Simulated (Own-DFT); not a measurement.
# Response to strain: rock-salt HfC, 64 atoms (C32Hf32)

All numbers below are calculated, not measured. They come from Own-DFT, an in-house plane-wave density functional program, since retired, whose code no person has reviewed. Each row is one single-point run on a periodic cell that was not relaxed, without spin or spin-orbit coupling.

Settings of every run: PBE; PseudoDojo norm-conserving scalar-relativistic files; cutoff 42 hartree; 4 x 4 x 4 k mesh centred on Gamma; cold (Marzari-Vanderbilt) smearing of 0.2 eV.

Known limits: hafnium file: forces about 75 meV/angstrom off all-electron values; forces on such cells failed a check on a denser k mesh; stress not checked against mesh or cutoff.

Unstrained cell vectors in Å: (3.784, -5.351, 6.554); (-3.784, 5.351, 6.554); (-7.568, -5.351, 0.000). The unstrained cell was taken from the Materials Project. The random moves and any unrelaxed bonds add to the pressure at no strain. Each run strains this cell uniformly, with the atoms carried along. Every atom was also moved at random, by a Gaussian of width 0.05 Å on each axis. Strain is the symmetric tensor, in per cent. Stress is positive in tension, and the pressure is minus a third of its trace.

| run | e_xx (%) | e_yy (%) | e_zz (%) | e_yz (%) | e_xz (%) | e_xy (%) | s_xx (GPa) | s_yy (GPa) | s_zz (GPa) | s_yz (GPa) | s_xz (GPa) | s_xy (GPa) | P (GPa) | E (meV/atom) |
|---|---|---|---|---|---|---|---|---|---|---|---|---|---|---|
| 1 | 0.50 | 0.82 | 1.93 | 1.41 | -1.22 | 0.00 | 0.43 | 1.61 | 5.32 | 4.81 | -4.28 | -0.05 | -2.45 | 0.0 |
| 2 | -1.92 | -1.72 | 0.20 | -0.28 | 0.99 | -0.96 | -19.68 | -16.85 | -8.27 | -1.39 | 4.05 | -5.82 | 14.93 | 42.6 |
| 3 | -0.91 | -1.80 | 1.87 | -1.99 | -0.82 | -1.45 | -11.87 | -13.56 | 0.75 | -7.48 | -2.69 | -6.87 | 8.23 | 37.6 |
| 4 | -1.98 | -1.92 | 0.75 | -1.75 | -1.60 | 1.63 | -17.34 | -17.52 | -7.36 | -7.39 | -5.28 | 6.32 | 14.07 | 58.9 |
| 5 | 0.80 | 1.43 | 0.76 | -1.59 | 1.46 | -0.05 | 1.38 | 3.09 | 0.24 | -6.00 | 5.39 | 0.70 | -1.57 | 3.3 |
| 6 | -0.77 | -0.54 | 0.92 | 0.23 | 0.66 | 1.83 | -8.09 | -7.89 | -3.26 | 0.15 | 2.79 | 6.76 | 6.42 | 15.0 |
| 7 | 0.82 | 1.89 | 1.00 | 1.23 | -2.00 | 0.37 | 2.13 | 5.53 | 2.37 | 4.76 | -7.13 | 1.61 | -3.35 | 3.7 |
| 8 | 1.12 | -0.84 | -0.85 | 1.45 | -1.08 | 0.28 | -1.52 | -9.08 | -9.74 | 7.08 | -5.15 | 1.91 | 6.78 | 4.9 |
| 9 | 1.85 | -1.98 | 0.20 | -1.02 | -1.19 | -1.32 | 0.77 | -11.89 | -4.04 | -3.37 | -4.31 | -4.95 | 5.05 | 22.4 |
| 10 | 0.50 | -1.20 | 1.42 | 1.92 | 1.56 | -0.56 | -3.00 | -8.62 | 0.72 | 6.94 | 5.44 | -2.14 | 3.63 | 28.2 |
| 11 | -0.96 | -0.36 | -1.85 | 1.11 | 0.57 | -0.66 | -12.86 | -10.83 | -15.81 | 4.21 | 1.66 | -2.48 | 13.17 | 14.4 |
| 12 | -1.07 | 0.35 | -1.68 | 1.03 | 0.36 | 0.15 | -11.76 | -6.88 | -13.95 | 4.09 | 0.61 | 0.71 | 10.86 | 2.2 |
| 13 | 0.11 | 1.06 | -0.98 | 1.08 | 0.86 | 1.29 | -3.85 | -1.38 | -9.10 | 3.89 | 2.72 | 5.08 | 4.78 | 11.1 |
| 14 | 1.24 | -1.10 | -1.40 | -1.66 | -0.75 | 0.73 | -1.78 | -10.96 | -12.66 | -7.28 | -1.60 | 3.80 | 8.47 | 12.4 |
| 15 | 0.66 | -1.92 | -1.00 | -1.78 | -1.09 | 1.40 | -5.52 | -15.80 | -13.32 | -7.94 | -2.71 | 6.71 | 11.55 | 32.2 |
| 16 | 0.89 | 1.48 | -1.86 | 1.97 | -0.47 | -1.32 | -1.41 | 0.24 | -10.96 | 7.47 | -2.29 | -4.70 | 4.04 | 14.0 |
| 17 | -1.07 | -0.81 | 1.92 | -1.99 | -1.66 | -1.80 | ? | ? | ? | ? | ? | ? | ? | ? |

E is the free energy for each atom above the lowest run shown.

## Worked fit

Each stress component was fitted by least squares to a constant and the strains of the runs shown, as fractions, with shears doubled. Shear strains stay in the fit of a normal stress only where such slopes are resolved. The slopes, in GPa:

| stress | at no strain | per e_xx | per e_yy | per e_zz | scatter |
|---|---|---|---|---|---|
| s_xx | -5.6 | 530 ± 12 | 148 ± 10 | 100 ± 10 | 0.52 |
| s_yy | -5.7 | 148 ± 10 | 486 ± 8 | 120 ± 8 | 0.42 |
| s_zz | -5.5 | 105 ± 8 | 128 ± 7 | 479 ± 7 | 0.35 |

Also, s_xx gains 28 ± 6 per 2 e_xy; s_zz gains -25 ± 4 per 2 e_xy.

Each shear stress against twice its own strain: yz 197 ± 7, xz 181 ± 6, xy 210 ± 6 GPa. These are stiffnesses along x, y and z of the frame in which the cell vectors are given, which need not be the crystal's axes. The atoms are held to the strained lattice; where symmetry lets them move under strain, relaxing them would lower some slopes. The table should be nearly symmetric about its diagonal, and what it lacks of that shows the noise. A ninth of its sum, 249 ± 5 GPa, estimates the bulk modulus near the mean pressure of these runs, 6.5 GPa, so it lies above the value at zero pressure.

## Withheld run

Question: what normal stresses and pressure should run 17 give?

The fit gives s_xx = -11.6, s_yy = -8.9, s_zz = 2.4 and P = 6.0 GPa. The calculation gave -10.96, -8.83, 2.43 and P = 5.78 GPa.
